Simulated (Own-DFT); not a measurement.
SiC (2H silicon carbide, strained, atoms displaced) (calculated)

All values are calculated (Own-DFT development build). A calculation, not a measurement: plane-wave PBE density functional theory by an unreviewed code, no spin, of a simulated periodic cell, stress positive in tension, free energy of the whole cell less one offset for each atom, forces on such cells passed a denser k mesh, this cell's mesh not checked; offsets are fitted by least squares, one for each functional and potential file, so energies compare only between cells with the same atoms and settings and are not formation energies; the far tail of each file's local potential was reset to the Coulomb form; each entry is a single point on an unrelaxed cell, so the pressure reflects the starting lattice, mostly measured values (interpolated for alloys), from which strain is counted, and rises with the displacements; printed positions are rounded, which can move forces by about a meV/angstrom; the program, named Own-DFT, is a retired in-house code; no spin-orbit coupling.

Common to all runs: functional PBE; potential files PseudoDojo norm-conserving, scalar-relativistic, standard set; wave cutoff 42 hartree; occupations Fermi-Dirac; smearing width 0.1 eV; hardware one NVIDIA H100; k mesh 4 x 4 x 3 centred on Gamma.

(1) SiC (2H silicon carbide, strained, atoms displaced)

```
CELL_PARAMETERS angstrom
9.23400 0.09280 0.09000
-4.53660 8.12110 -0.12450
0.09800 -0.09990 10.22610
ATOMIC_POSITIONS crystal
Si 0.01439 0.00190 0.00673
Si 0.10025 0.21291 0.25819
C 0.00283 0.00615 0.18930
C 0.11074 0.22204 0.43027
Si 0.00639 0.99602 0.50340
Si 0.11690 0.22799 0.75585
C 0.99057 0.98705 0.68658
C 0.11213 0.22964 0.94218
Si 0.99394 0.32953 0.00347
Si 0.11441 0.55218 0.24514
C 0.00712 0.34170 0.18741
C 0.11614 0.55541 0.43750
Si 0.99711 0.32963 0.49017
Si 0.11717 0.56424 0.75209
C 0.00610 0.32597 0.68062
C 0.10163 0.54992 0.94304
Si 0.99179 0.66108 0.99130
Si 0.12020 0.89186 0.23778
C 0.99922 0.66372 0.18145
C 0.10628 0.88378 0.43881
Si 0.00270 0.66276 0.49232
Si 0.08977 0.87220 0.75241
C 0.00887 0.65825 0.69416
C 0.11315 0.89739 0.94184
Si 0.32516 0.99841 0.00557
Si 0.44600 0.21767 0.25329
C 0.32155 0.99402 0.19271
C 0.44544 0.22145 0.43490
Si 0.33390 0.98916 0.49866
Si 0.44746 0.22645 0.75591
C 0.34206 0.99790 0.69132
C 0.44891 0.22310 0.93941
Si 0.32073 0.32196 0.00413
Si 0.45670 0.56286 0.24650
C 0.33341 0.33842 0.19264
C 0.43964 0.56019 0.44509
Si 0.33602 0.34328 0.49969
Si 0.44145 0.55147 0.75250
C 0.34298 0.33875 0.69782
C 0.45309 0.55571 0.93277
Si 0.33126 0.67329 0.99558
Si 0.45032 0.89435 0.25149
C 0.33852 0.67062 0.19195
C 0.44609 0.88740 0.44003
Si 0.32237 0.65624 0.50368
Si 0.44333 0.88896 0.74682
C 0.33354 0.66832 0.69329
C 0.44717 0.89174 0.93981
Si 0.66531 0.00117 0.99525
Si 0.77636 0.22097 0.25502
C 0.67913 0.01028 0.18738
C 0.77473 0.22033 0.44553
Si 0.65788 0.99802 0.49291
Si 0.78744 0.22610 0.75962
C 0.67092 0.00343 0.68906
C 0.77307 0.22287 0.93093
Si 0.65346 0.32941 0.00487
Si 0.77752 0.55445 0.25660
C 0.65822 0.31649 0.19722
C 0.78244 0.55955 0.43902
Si 0.67090 0.34044 0.50960
Si 0.79166 0.56193 0.74731
C 0.65725 0.32688 0.68599
C 0.76927 0.54222 0.93888
Si 0.67055 0.67174 0.01390
Si 0.77775 0.89101 0.25492
C 0.67055 0.67027 0.18757
C 0.77927 0.87918 0.43329
Si 0.67292 0.67563 0.49692
Si 0.77616 0.88590 0.74802
C 0.66823 0.66730 0.68382
C 0.77173 0.88047 0.94011
```

| Property | Result |
| --- | --- |
| free energy of cell above offsets | -4.644 eV |
| pressure | -1.36 GPa |
| stress xx | -4.07 GPa |
| stress yy | 6.16 GPa |
| stress zz | 2 GPa |
| stress yz | -3.03 GPa |
| stress xz | 2.85 GPa |
| stress xy | 4.05 GPa |
| wall time | 354.4 s |

Force:
```
element  x (eV/Å)  y (eV/Å)  z (eV/Å)
     Si    -4.872     1.081    -0.408
     Si     1.384     2.468    -2.682
      C     0.303    -1.499     0.039
      C     0.531     -0.71     3.146
     Si    -1.826      0.67    -0.644
     Si      0.34    -1.046    -0.887
      C     0.847     1.694     0.561
      C     0.036     -2.06    -0.576
     Si    -0.684     0.712    -0.175
     Si    -0.177     1.789     0.448
      C    -0.844    -2.348     0.633
      C    -1.133    -1.306    -0.964
     Si     0.251     0.062     1.949
     Si      2.23    -3.346     1.034
      C     -1.13     1.566     0.962
      C     1.444     0.563    -1.348
     Si     -0.44     0.251     1.921
     Si    -4.012    -2.723     3.033
      C    -0.192     0.194     0.691
      C     2.111    -0.305    -0.971
     Si    -0.489      0.91     1.076
     Si      2.72     2.683    -0.167
      C    -2.839     1.311    -2.127
      C     1.271    -2.895    -1.455
     Si     2.174     0.651     -1.02
     Si    -2.202     0.314     0.203
      C     3.927     2.322    -1.462
      C    -0.038    -0.007     1.536
     Si    -1.877     2.195     1.223
     Si     0.424    -1.468    -0.746
      C    -3.115     0.506    -0.743
      C    -2.173    -1.519     0.647
     Si      1.68     3.038     0.268
     Si    -2.208     -1.23     1.097
      C     0.508    -1.106    -0.286
      C     2.419    -0.262    -1.623
     Si     0.749    -1.647     0.236
     Si     1.212     1.676    -0.012
      C    -1.597    -1.367    -1.838
      C     -1.47    -0.182     2.254
     Si     1.441    -1.232     0.848
     Si    -0.138    -0.826    -0.298
      C     0.084      0.39    -1.037
      C    -0.131    -1.497    -1.153
     Si     0.768     2.269     0.584
     Si     1.655     0.387     1.171
      C     0.259    -0.318    -0.764
      C    -1.231    -0.247     -0.22
     Si     0.742     0.108     0.448
     Si     1.008     0.809     0.227
      C    -1.095    -1.336     0.026
      C     0.153     0.183    -1.596
     Si     2.358     0.356      2.41
     Si    -0.933    -0.571    -4.249
      C     -0.33    -0.437     -0.36
      C     0.561    -0.239     3.624
     Si     2.249     0.367     0.283
     Si     0.668    -0.337    -1.397
      C    -0.095     2.581    -1.759
      C    -0.009    -0.854     0.365
     Si    -0.943    -1.142    -1.779
     Si    -2.746    -2.236     0.561
      C     2.153     1.723     1.694
      C    -0.026     1.912    -0.024
     Si    -0.364     -1.17     -4.17
     Si     0.901     0.054    -1.346
      C     0.705     0.017     2.135
      C    -0.761     2.526     0.663
     Si     -0.83    -1.797     1.389
     Si    -1.036    -0.384     0.637
      C     0.425    -0.085     0.279
      C     1.293     1.395    -0.016
```

(2) SiC (2H silicon carbide, strained, atoms displaced)

```
CELL_PARAMETERS angstrom
9.39540 -0.01810 -0.02090
-4.71340 8.09170 0.09150
-0.02280 0.10190 10.11210
ATOMIC_POSITIONS crystal
Si 0.99572 0.00410 0.00703
Si 0.09572 0.22201 0.25536
C 0.00171 0.00216 0.18534
C 0.11532 0.22731 0.43733
Si 0.99433 0.00235 0.49995
Si 0.10606 0.21335 0.74648
C 0.99888 0.99950 0.68738
C 0.11783 0.22241 0.93699
Si 0.00846 0.33481 0.99873
Si 0.10117 0.54886 0.24931
C 0.99927 0.33494 0.20150
C 0.10767 0.55326 0.44099
Si 0.98889 0.33066 0.49665
Si 0.11602 0.55723 0.75368
C 0.00525 0.33984 0.68613
C 0.10107 0.55866 0.93161
Si 0.99197 0.66558 0.00005
Si 0.10852 0.87685 0.24865
C 0.00065 0.67215 0.19119
C 0.10857 0.88176 0.43325
Si 0.00675 0.67108 0.50095
Si 0.11362 0.89425 0.74641
C 0.00499 0.66996 0.67777
C 0.10529 0.88199 0.93352
Si 0.33419 0.00650 0.00927
Si 0.44559 0.22379 0.24970
C 0.33669 0.00330 0.18554
C 0.45859 0.23510 0.43872
Si 0.33000 0.99093 0.49720
Si 0.44099 0.22661 0.74964
C 0.33279 0.00407 0.68486
C 0.44269 0.22070 0.94371
Si 0.33687 0.33529 0.00231
Si 0.44704 0.55440 0.26084
C 0.32483 0.31699 0.18750
C 0.43998 0.55379 0.43937
Si 0.32808 0.33357 0.49543
Si 0.45207 0.56073 0.74622
C 0.33963 0.34042 0.68643
C 0.44913 0.55647 0.94232
Si 0.33390 0.66783 0.00046
Si 0.43721 0.89060 0.25688
C 0.33220 0.67186 0.18947
C 0.44670 0.89888 0.43112
Si 0.32856 0.66675 0.50247
Si 0.44150 0.88398 0.75256
C 0.33503 0.67620 0.69073
C 0.44373 0.89322 0.93072
Si 0.67317 0.00436 0.99815
Si 0.78215 0.22822 0.24421
C 0.67924 0.99652 0.19704
C 0.77234 0.22002 0.44213
Si 0.65929 0.98917 0.49651
Si 0.77919 0.23140 0.74684
C 0.67790 0.00168 0.68181
C 0.77197 0.21402 0.92641
Si 0.66782 0.33377 0.99811
Si 0.76900 0.54345 0.24386
C 0.67020 0.33569 0.18539
C 0.78042 0.56919 0.44178
Si 0.66607 0.33310 0.49676
Si 0.77672 0.54709 0.75345
C 0.65924 0.33048 0.69079
C 0.77449 0.55390 0.93648
Si 0.66855 0.66441 0.01077
Si 0.76991 0.87640 0.25301
C 0.66845 0.66194 0.18230
C 0.78146 0.88839 0.44340
Si 0.65880 0.66584 0.49683
Si 0.77704 0.89472 0.74580
C 0.66399 0.67363 0.68812
C 0.77314 0.88660 0.93309
```

| Property | Result |
| --- | --- |
| free energy of cell above offsets | -6.156 eV |
| pressure | -1.03 GPa |
| stress xx | 5.62 GPa |
| stress yy | 2.01 GPa |
| stress zz | -4.53 GPa |
| stress yz | 2.6 GPa |
| stress xz | -1.31 GPa |
| stress xy | -0.5 GPa |
| wall time | 355 s |

Force:
```
element  x (eV/Å)  y (eV/Å)  z (eV/Å)
     Si     0.805    -1.182    -2.457
     Si     3.704    -1.316    -0.729
      C    -0.573    -0.926     2.214
      C    -1.698     -0.99     0.468
     Si     2.037    -0.214    -0.031
     Si     0.142     2.132     0.394
      C     0.073    -0.062    -0.494
      C    -0.846     0.262     0.131
     Si    -1.181    -0.238     -0.59
     Si       1.1     2.508     0.924
      C    -0.501     0.278    -3.245
      C    -0.011     0.274    -0.929
     Si     1.391     0.455     1.196
     Si    -1.062     0.268    -2.081
      C    -0.239    -0.747     0.221
      C     1.658    -0.583     2.516
     Si     0.777     0.448    -0.297
     Si     -0.82     3.393     0.208
      C    -0.211     -3.15    -1.544
      C    -0.087     1.913      0.45
     Si    -1.312    -1.217    -1.084
     Si     0.116    -1.237     0.256
      C    -0.341    -0.387     3.156
      C    -0.231     1.653     1.296
     Si     0.065    -1.858    -3.268
     Si    -0.061    -0.461      0.51
      C     -0.18    -0.466     2.133
      C    -2.503     -2.16    -0.952
     Si    -1.001     2.345     0.456
     Si     0.609    -0.981     0.379
      C     0.547    -0.237     0.145
      C     0.046     0.924    -0.959
     Si    -0.113    -0.305    -0.224
     Si    -1.171    -0.655    -3.301
      C    -1.033     2.264     1.042
      C    -0.406      1.04     0.682
     Si      1.91    -0.203     1.166
     Si    -1.176    -0.172     1.349
      C    -1.275    -0.674    -0.274
      C    -0.709     0.114    -0.488
     Si    -0.153     0.457    -0.361
     Si     1.727    -0.097    -3.168
      C     0.257    -1.045     0.433
      C     0.257    -2.101     2.458
     Si     0.011     0.133    -0.373
     Si     0.226     2.564    -1.127
      C     0.863    -1.822    -0.694
      C     0.267    -0.085     2.803
     Si    -0.717    -1.867      0.24
     Si    -0.722    -2.101     1.921
      C    -3.056     1.093    -1.712
      C     0.096    -0.205    -1.448
     Si     0.616     1.904     0.508
     Si     0.855    -1.492    -1.268
      C    -2.862     0.708     0.273
      C     0.574     2.034     2.829
     Si     0.046     -0.83    -0.689
     Si      0.73     2.866     2.255
      C    -0.085     -1.49    -0.548
      C     0.646    -2.095    -1.312
     Si     0.573     1.671     1.327
     Si    -0.676     1.999    -1.827
      C     0.654     0.488    -0.662
      C     0.069     0.028     1.006
     Si     -0.92     0.562    -4.582
     Si     2.084     1.194    -0.052
      C    -0.761    -0.325     3.687
      C     -1.65    -0.527    -1.623
     Si     1.444      0.05     1.703
     Si     1.109    -1.309     0.879
      C     1.617    -0.635    -0.513
      C     0.642     0.424     1.295
```

(3) SiC (2H silicon carbide, strained, atoms displaced)

```
CELL_PARAMETERS angstrom
9.31280 0.01700 -0.09470
-4.64170 7.99810 0.08930
-0.10310 0.05280 10.11830
ATOMIC_POSITIONS crystal
Si 0.99618 0.00277 0.00237
Si 0.10968 0.22188 0.25039
C 0.00102 0.01370 0.18707
C 0.09930 0.20659 0.44669
Si 0.99748 0.99221 0.49872
Si 0.11896 0.22621 0.75273
C 0.00754 0.00361 0.68424
C 0.11126 0.21814 0.92828
Si 0.99659 0.32727 0.00238
Si 0.11290 0.55432 0.25336
C 0.00087 0.33192 0.18664
C 0.11857 0.55309 0.43410
Si 0.99237 0.32202 0.49336
Si 0.10748 0.54051 0.76029
C 0.98332 0.31996 0.68363
C 0.11509 0.55943 0.94192
Si 0.99660 0.66111 0.00664
Si 0.12203 0.88415 0.25211
C 0.99762 0.66560 0.19288
C 0.10650 0.88596 0.43720
Si 0.00035 0.67811 0.50827
Si 0.11754 0.88782 0.75082
C 0.99854 0.65935 0.67771
C 0.11216 0.89652 0.93589
Si 0.33200 0.99375 0.00998
Si 0.44040 0.22599 0.24527
C 0.32944 0.99910 0.19510
C 0.44105 0.21881 0.44423
Si 0.33538 0.99775 0.50722
Si 0.44467 0.21575 0.75045
C 0.32918 0.99652 0.69415
C 0.45133 0.22203 0.94346
Si 0.34166 0.33889 0.99967
Si 0.45795 0.55215 0.25432
C 0.32620 0.32706 0.18780
C 0.44401 0.56036 0.43751
Si 0.33789 0.33623 0.50848
Si 0.43842 0.55061 0.74061
C 0.33917 0.33801 0.69092
C 0.43525 0.56240 0.93136
Si 0.32596 0.65159 0.98960
Si 0.44857 0.89184 0.25109
C 0.33237 0.67221 0.18722
C 0.44319 0.88863 0.43554
Si 0.32433 0.66346 0.49768
Si 0.44385 0.88023 0.74798
C 0.33796 0.65975 0.68815
C 0.44351 0.88834 0.92666
Si 0.66736 0.99163 0.00532
Si 0.77695 0.21751 0.24696
C 0.66881 0.00307 0.18360
C 0.77690 0.22350 0.43543
Si 0.65448 0.99929 0.50156
Si 0.76923 0.21619 0.73831
C 0.66154 0.99497 0.69141
C 0.77152 0.22346 0.94180
Si 0.65808 0.33300 0.99927
Si 0.78175 0.55673 0.25472
C 0.66724 0.33373 0.18847
C 0.78395 0.56985 0.43101
Si 0.66229 0.33470 0.50546
Si 0.77139 0.54008 0.73994
C 0.66343 0.33702 0.69322
C 0.77363 0.54446 0.93057
Si 0.66288 0.65713 0.01154
Si 0.76914 0.87129 0.25045
C 0.68017 0.67288 0.19151
C 0.77969 0.89396 0.43822
Si 0.67363 0.66931 0.49514
Si 0.77927 0.88881 0.75445
C 0.65870 0.66524 0.68988
C 0.77493 0.88799 0.93741
```

| Quantity | Value |
| --- | --- |
| free energy of cell above offsets | -4.971 eV |
| pressure | 3.04 GPa |
| stress xx | -0.29 GPa |
| stress yy | -3.97 GPa |
| stress zz | -4.85 GPa |
| stress yz | 0.24 GPa |
| stress xz | -2.65 GPa |
| stress xy | 0.15 GPa |
| wall time | 362 s |

Force:
```
element  x (eV/Å)  y (eV/Å)  z (eV/Å)
     Si     0.819    -0.382    -0.692
     Si    -0.308     0.238     1.469
      C     0.855    -3.346     0.124
      C     1.313     2.828    -1.849
     Si    -0.414     0.183     0.661
     Si    -1.321    -1.251    -2.333
      C    -0.344    -0.967     1.062
      C    -0.148     1.229     2.947
     Si    -0.287     0.163    -1.152
     Si     0.337     0.036    -1.061
      C    -0.412     0.441     0.697
      C    -2.679    -0.831     0.936
     Si     0.722     1.338     1.171
     Si     -0.84     0.797    -2.687
      C     1.984     1.348     0.342
      C    -1.815    -1.953    -0.282
     Si    -0.373     0.921    -1.453
     Si    -3.466      0.49     0.232
      C     0.728    -0.204    -0.559
      C     1.467     0.974     0.198
     Si     1.447     -2.17    -3.746
     Si    -2.223    -0.817     0.223
      C     0.168     0.071     4.579
      C       0.3    -1.494     1.409
     Si      0.05     0.184    -2.146
     Si     1.507    -0.871     1.666
      C     1.779     0.694    -0.817
      C    -0.018      0.76    -0.765
     Si    -1.147    -0.089    -0.988
     Si    -0.804     0.701     1.327
      C     1.748    -0.043    -1.358
      C     -2.54    -1.006    -0.941
     Si    -1.242    -1.012    -0.823
     Si    -3.074     0.381    -0.585
      C     0.547     1.776    -0.285
      C     1.105    -0.774      0.38
     Si    -1.151    -0.747    -1.655
     Si     2.136     1.122      1.96
      C    -0.012    -1.782     0.055
      C     4.278    -2.463      0.29
     Si    -1.069     4.459     3.002
     Si    -0.095    -0.414    -0.802
      C     1.515    -1.011    -0.568
      C    -0.795    -0.249      0.87
     Si     1.978     0.437      0.51
     Si    -0.543     0.426     0.247
      C    -3.235     0.412    -1.024
      C     0.084    -0.668     3.128
     Si    -1.743     1.192     -2.48
     Si    -0.098     0.924      0.15
      C    -0.033    -1.804     1.777
      C    -1.384    -0.431      0.26
     Si     2.557     0.028     -0.07
     Si      0.37     0.051     3.183
      C      -0.1     0.023    -1.386
      C     0.991    -0.764    -0.875
     Si     3.076    -0.097      0.73
     Si     0.751    -0.843    -1.227
      C    -0.794     0.268     0.215
      C     0.515    -1.962     2.482
     Si     0.675      0.44    -1.663
     Si    -0.626     5.244     2.242
      C     0.269    -3.794     -2.42
      C    -0.362     1.729     1.212
     Si    -0.066     1.114    -3.853
     Si     0.259     6.276     1.152
      C    -1.031    -3.853    -0.823
      C    -0.972    -0.977    -0.271
     Si    -2.078     0.648     1.614
     Si     0.609    -0.277    -1.108
      C     1.913    -0.135    -0.996
      C     0.792    -0.864     1.241
```

(4) SiC (2H silicon carbide, strained, atoms displaced)

```
CELL_PARAMETERS angstrom
9.25890 0.12180 0.10110
-4.52400 7.98490 0.09760
0.11000 0.18620 9.91480
ATOMIC_POSITIONS crystal
Si 0.99481 0.98940 0.00160
Si 0.10678 0.21891 0.25808
C 0.00055 0.99082 0.18169
C 0.10379 0.21292 0.44187
Si 0.00658 0.00342 0.49260
Si 0.11515 0.22342 0.74382
C 0.99949 0.00180 0.68253
C 0.10916 0.21856 0.94644
Si 0.99505 0.32815 0.00106
Si 0.10768 0.55949 0.25462
C 0.00143 0.33037 0.18499
C 0.10006 0.55473 0.43995
Si 0.00028 0.32996 0.49502
Si 0.11052 0.54540 0.75355
C 0.99918 0.32723 0.69350
C 0.11514 0.55440 0.93654
Si 0.98813 0.66550 0.00307
Si 0.10675 0.89327 0.24704
C 0.00519 0.65539 0.19560
C 0.11333 0.88497 0.45241
Si 0.00082 0.66658 0.50869
Si 0.11514 0.88875 0.75458
C 0.99377 0.66472 0.67831
C 0.11544 0.89360 0.94146
Si 0.33148 0.99926 0.99440
Si 0.44345 0.21467 0.25873
C 0.32270 0.99950 0.18596
C 0.44183 0.22234 0.43945
Si 0.33584 0.99829 0.49377
Si 0.44930 0.22630 0.75005
C 0.33870 0.99979 0.68826
C 0.43512 0.22478 0.93855
Si 0.33067 0.33318 0.00280
Si 0.44885 0.55445 0.24807
C 0.33689 0.33427 0.18399
C 0.45035 0.55666 0.43050
Si 0.33173 0.33819 0.49250
Si 0.43593 0.54553 0.75615
C 0.33533 0.33558 0.69107
C 0.44597 0.55897 0.92981
Si 0.33390 0.66386 0.99406
Si 0.43877 0.88878 0.25093
C 0.33558 0.67129 0.18600
C 0.44371 0.87612 0.43643
Si 0.32775 0.66938 0.50456
Si 0.44626 0.88953 0.75758
C 0.32919 0.66458 0.68643
C 0.43983 0.89136 0.94113
Si 0.66684 0.99335 0.99756
Si 0.78030 0.23172 0.25684
C 0.66955 0.00979 0.19232
C 0.78039 0.22600 0.43519
Si 0.66880 0.00879 0.50155
Si 0.78019 0.23246 0.74492
C 0.67186 0.00414 0.68798
C 0.77374 0.21038 0.94625
Si 0.66235 0.33503 0.99596
Si 0.78491 0.56211 0.25456
C 0.66432 0.33084 0.18889
C 0.77923 0.55225 0.43712
Si 0.67013 0.32154 0.49915
Si 0.77391 0.55626 0.74790
C 0.66390 0.32747 0.67801
C 0.78089 0.56046 0.94716
Si 0.67924 0.67702 0.99623
Si 0.77158 0.88980 0.25154
C 0.66505 0.66258 0.18816
C 0.79044 0.89965 0.43467
Si 0.66494 0.66639 0.50222
Si 0.77287 0.88427 0.74595
C 0.66529 0.66005 0.69825
C 0.77609 0.89537 0.93178
```

| Quantity | Value |
| --- | --- |
| free energy of cell above offsets | -4.034 eV |
| pressure | 7.9 GPa |
| stress xx | -4.74 GPa |
| stress yy | -1.56 GPa |
| stress zz | -17.39 GPa |
| stress yz | 6.07 GPa |
| stress xz | 3.32 GPa |
| stress xy | 7.18 GPa |
| wall time | 359.5 s |

Force:
```
element  x (eV/Å)  y (eV/Å)  z (eV/Å)
     Si     -0.68     2.409     -1.49
     Si     0.887     0.215    -3.231
      C    -2.927     1.225     2.017
      C     1.067     3.077    -0.852
     Si    -0.338    -2.713     2.405
     Si    -0.157    -1.686     2.203
      C     0.509    -0.418     1.105
      C     0.259    -0.123    -1.667
     Si     0.373     0.098    -0.418
     Si     4.327    -2.227    -0.408
      C    -0.659     0.764     2.322
      C     2.538    -0.397     0.407
     Si    -0.922     0.762     1.608
     Si    -1.269     1.155     -1.19
      C    -0.409      1.15    -1.872
      C     -1.49    -0.106     0.869
     Si     3.883     0.206     0.438
     Si     2.244    -2.486     1.952
      C    -4.663     3.385    -2.409
      C     0.011     0.985    -3.208
     Si    -1.512    -0.527    -4.023
     Si    -0.796    -0.053    -1.998
      C     0.901    -0.192     6.271
      C    -0.402    -1.832    -0.517
     Si    -0.619     0.974     1.586
     Si    -0.585     1.135    -2.998
      C     1.494     0.278     0.576
      C     0.999    -0.379     0.868
     Si    -0.165    -0.547     1.682
     Si    -0.738    -1.407    -0.462
      C    -0.515     0.403     0.153
      C     2.479    -0.012    -0.676
     Si    -1.226     0.325    -0.744
     Si    -1.284    -0.077    -1.263
      C    -0.447    -0.369     2.676
      C    -1.257     0.423      2.08
     Si     0.658    -0.439      1.52
     Si     0.161     1.434    -2.929
      C    -0.028    -0.386    -1.716
      C     0.952    -0.168      3.54
     Si    -0.877     0.329     1.404
     Si     0.804    -0.101    -1.317
      C     0.082    -0.796     0.258
      C    -0.465     3.143     0.362
     Si     0.768    -2.171    -1.345
     Si     0.059    -0.118    -1.964
      C     0.724     0.211     1.509
      C     1.907     -0.63    -0.066
     Si    -2.291     0.851      1.84
     Si     0.598    -1.007    -3.501
      C    -0.405     -1.03    -0.481
      C       1.4    -0.862      1.42
     Si     0.808    -2.231    -0.696
     Si      1.16    -2.468     2.103
      C    -1.122    -0.092     0.195
      C    -1.142     2.789    -2.326
     Si     0.492     -1.47      1.67
     Si    -0.494    -1.686    -0.933
      C    -0.407     0.952     0.313
      C    -0.284     0.343     1.725
     Si    -3.151     2.766    -1.371
     Si     2.207    -0.834     0.357
      C    -0.332     1.521     2.737
      C    -0.141    -1.148    -2.615
     Si    -2.659    -1.098     0.826
     Si     0.756    -0.347    -0.906
      C     0.597     1.749    -0.518
      C    -1.165    -1.161     1.324
     Si     0.874     0.063    -0.365
     Si     1.129     1.072    -0.475
      C    -2.314     0.936    -1.993
      C     2.229    -1.334     0.622
```
